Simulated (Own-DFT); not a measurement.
# Response to strain: wurtzite GaN, 96 atoms (Ga48N48)

These are calculations, not measurements. They come from Own-DFT, an in-house plane-wave density functional program, since retired, whose code no person has reviewed. Each row is one single-point run on a periodic cell that was not relaxed, without spin or spin-orbit coupling.

Settings of every run: PBE; PseudoDojo norm-conserving scalar-relativistic files (stringent for Ga); cutoff 96 hartree; 3 x 4 x 3 k mesh centred on Gamma; Gaussian smearing of 0.01 eV.

Known limits: forces on such cells passed a denser k mesh, each cell not checked; stress not checked against mesh or cutoff.

Unstrained cell vectors in Å: (12.756, 0.000, 0.000); (-4.783, 8.285, 0.000); (0.000, 0.000, 10.370). The unstrained cell has measured lattice constants (interpolated for alloys), not those of this functional. That, the random moves and any unrelaxed bonds set the pressure at no strain. Each run strains this cell uniformly, with the atoms carried along. Every atom was also moved at random, by a Gaussian of width 0.05 Å on each axis. Strain is the symmetric tensor, in per cent. Stress is positive in tension, and the pressure is minus a third of its trace.

```
run  e_xx (%)  e_yy (%)  e_zz (%)  e_yz (%)  e_xz (%)  e_xy (%)  s_xx (GPa)  s_yy (GPa)  s_zz (GPa)  s_yz (GPa)  s_xz (GPa)  s_xy (GPa)  P (GPa)  E (meV/atom)
  1      0.90      1.67      0.24      1.94      0.72      0.18       -2.33       -0.20       -3.47        3.84        0.98        1.79     2.00           0.0
  2      1.00     -1.07     -1.55     -0.48     -0.09     -1.09       -4.71      -11.29      -15.48       -0.77       -0.13       -2.96    10.49          17.0
  3      0.58     -0.40      1.55     -0.44     -1.92      1.61       -3.55       -7.97       -0.29       -0.41       -3.73        4.14     3.94           7.4
  4      0.10      1.02      1.47      1.86     -1.26     -1.99       -5.16       -2.34       -0.46        3.54       -2.52       -6.32     2.65          12.5
  5     -0.11      1.98     -1.79     -0.81      1.44     -0.74       -6.30       -0.32      -15.09       -1.47        2.75       -1.35     7.24          18.2
  6     -0.13      0.03      1.25     -0.94     -1.59     -1.76       -8.29       -7.45       -1.73       -2.35       -4.27       -6.21     5.82          20.3
  7      1.74     -1.89     -1.91      1.63      0.32     -1.56       -2.78      -16.54      -16.83        3.58        1.03       -3.62    12.05          43.1
  8     -1.97      0.87     -1.92      0.10     -0.27     -0.41      -17.09       -6.69      -16.59        0.50       -0.23       -0.40    13.46          20.5
  9     -1.18      0.88     -0.88      1.82      1.13      0.73      -11.80       -5.09      -13.00        4.49        2.12        3.42     9.96          22.9
 10      1.51     -0.57     -1.47     -1.80     -0.17      0.66       -0.45      -10.71      -15.44       -4.65       -0.12        1.70     8.87          20.1
 11      0.99     -1.17     -0.75      1.50      0.04      1.71       -6.03      -10.85      -10.36        3.05       -0.16        5.65     9.08          14.3
 12      1.53     -1.90     -1.12     -0.89     -0.01     -0.97       -3.81      -13.09      -13.77       -2.81       -1.23       -4.02    10.23          14.4
 13     -1.27      0.73      0.54     -0.86      0.41      0.63      -12.24       -4.63       -4.93       -2.09        0.80        2.27     7.27           7.1
 14     -1.91      1.16      1.29      0.53      1.86     -0.41      -13.40       -3.56       -1.70        1.34        3.58       -1.10     6.22           7.3
 15     -0.23      0.11      0.47     -2.00     -0.20      0.69       -5.61       -7.63       -6.34       -4.92       -0.67        1.59     6.53           9.3
 16     -1.58      1.48     -0.41      1.82      1.21      1.38      -12.92       -4.03       -8.86        4.26        2.47        4.37     8.60          25.2
 17     -1.52      0.02      0.05      1.74      1.03     -1.99           ?           ?           ?           ?           ?           ?        ?             ?
```

E is the free energy for each atom above the lowest run shown.

## Worked fit

Each stress component was fitted by least squares to a constant and the strains of the runs shown, as fractions, with shears doubled. Shear strains stay in the fit of a normal stress only where such slopes are resolved. The slopes, in GPa:

```
stress,at no strain,per e_xx,per e_yy,per e_zz,scatter
s_xx,-7.3,450 ± 32,113 ± 32,59 ± 23,1.10
s_yy,-7.6,68 ± 27,391 ± 28,58 ± 20,0.94
s_zz,-7.7,56 ± 24,78 ± 24,475 ± 17,0.83
```

Each shear stress against twice its own strain: yz 114 ± 4, xz 94 ± 8, xy 153 ± 6 GPa. These are stiffnesses along x, y and z of the frame in which the cell vectors are given, which need not be the crystal's axes. The atoms are held to the strained lattice; where symmetry lets them move under strain, relaxing them would lower some slopes. The table should be nearly symmetric about its diagonal, and what it lacks of that shows the noise. A ninth of its sum, 194 ± 4 GPa, estimates the bulk modulus near the mean pressure of these runs, 7.8 GPa, so it lies above the value at zero pressure.

## Withheld run

Question: what normal stresses and pressure should run 17 give?

The fit gives s_xx = -14.1, s_yy = -8.5, s_zz = -8.3 and P = 10.3 GPa. The calculation gave -14.84, -9.44, -8.46 and P = 10.92 GPa.
